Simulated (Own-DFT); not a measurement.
# What it costs to cut wurtzite AlN, m plane (10-10)

Calculated, not measured: single-point runs of Own-DFT, a retired in-house plane-wave DFT program that no person has reviewed, on unrelaxed cells, without spin or spin-orbit coupling.

Limits (not all hold for every row): some atoms lie very close together; forces not confirmed at this smearing and k mesh; k mesh not checked against a denser one.

Both sets of runs: PBE; PseudoDojo norm-conserving scalar-relativistic files; cutoff 42 hartree; Gaussian smearing of 0.01 eV. The slab has 128 atoms in 16 layers, two equal faces of 62.02 Å² as cut, 15 Å of vacuum, a dipole correction along the normal and a 6 x 3 x 1 mesh. The bulk cell has 72 atoms, the same measured lattice constants and a 4 x 4 x 3 mesh. In the slab only the 32 atoms nearest the faces were moved at random; u is their rms move along one axis. Energies are counted from -174.06 eV for each atom.

```
slab run,u (Å),E (eV, cell)
1,0.0448,21.253
2,0.0470,20.262
3,0.0495,21.396
4,0.0503,20.788
5,0.0513,21.787
6,0.0520,21.268
7,0.0553,21.849
8,0.0581,21.583
9,0.0941,25.375
10,0.0948,25.624
11,0.0966,28.240
12,0.0967,28.202
```

```
bulk run,u (Å),E (meV/atom)
1,0.0195,-2.56
2,0.0200,-1.96
3,0.0200,-1.64
4,0.0202,-1.72
5,0.0936,244.30
6,0.0937,260.57
7,0.0970,302.75
8,0.0975,275.79
9,0.0979,347.15
10,0.1023,341.35
```

Question: what is the energy of the unrelaxed surface?

## Answer

Take each set to u = 0 with E = a + b u². Residuals are scaled by 1/(u² + 0.0006 Å²) to tame the large moves. Slab: a = 19.08 ± 0.34 eV. Bulk: a = -15.0 ± 1.2 meV/atom. The excess is 19.08 - 128 x (-0.0150) = 21.00 ± 0.37 eV. Over two faces that is 169 meV/Å², or 2.71 ± 0.05 J/m². Relaxing the faces would lower the energy, and the unlike meshes and the reach from the smallest u down to zero add errors that aren't counted here.
